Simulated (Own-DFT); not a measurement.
# Same atoms, different arrangement: Ga48P48, 96 atoms

Calculated, not measured: single-point runs of Own-DFT, a retired in-house plane-wave DFT program that no person has reviewed, on unrelaxed cells, without spin or spin-orbit coupling.

Common settings: PBE; PseudoDojo norm-conserving scalar-relativistic files; cutoff 42 hartree; 2 x 3 x 3 k mesh centred on Gamma; Fermi-Dirac smearing of 0.1 eV.

Known weak points (not all hold for every row): not probed for a lower state with spin; forces on such cells failed a check on a denser k mesh; forces on such cells passed a denser k mesh, each cell not checked; stress not checked against mesh or cutoff.

All cells hold the same atoms in the same cell, with vectors in Å (16.352, 0.000, 0.000); (0.000, 10.901, 0.000); (0.000, 0.000, 10.901). u is the rms random offset of the atoms per axis. The defect's site can differ from row to row. E is the free energy of the whole cell, counted from the lowest run. The arrangements:

- A: zincblende GaP
- B: zincblende GaP, with one Ga on a P site and one P on a Ga site, 2.4 Å apart

```
arrangement   u (Å)  E (eV)  P (GPa)
          A  0.0182   0.000     2.69
          A  0.0203   0.158     2.72
          A  0.0204   0.178     2.72
          A  0.0491   3.609     3.24
          A  0.0492   3.357     3.18
          A  0.0515   4.530     3.45
          B  0.0304   4.249     2.98
          B  0.0305   4.055     2.92
          B  0.0310   4.241     2.94
          B  0.0485   6.654     3.33
          B  0.0492   6.628     3.35
          B  0.0496   6.713     3.40
```

Asked: what order do the arrangements take when the shaking is discounted?

## Solution

Fit E = a + b u², with one b for all and one a for each arrangement, and with residuals divided by u², since the noise grows with the moves. Then b = 1740 eV/Å², the scatter at u = 0.04 Å is 0.15 eV, and against A:

- B: 3.10 ± 0.06 eV (higher)

None of the cells was relaxed. Relaxation would help the most distorted arrangements most, so expect smaller gaps, and small ones may flip.
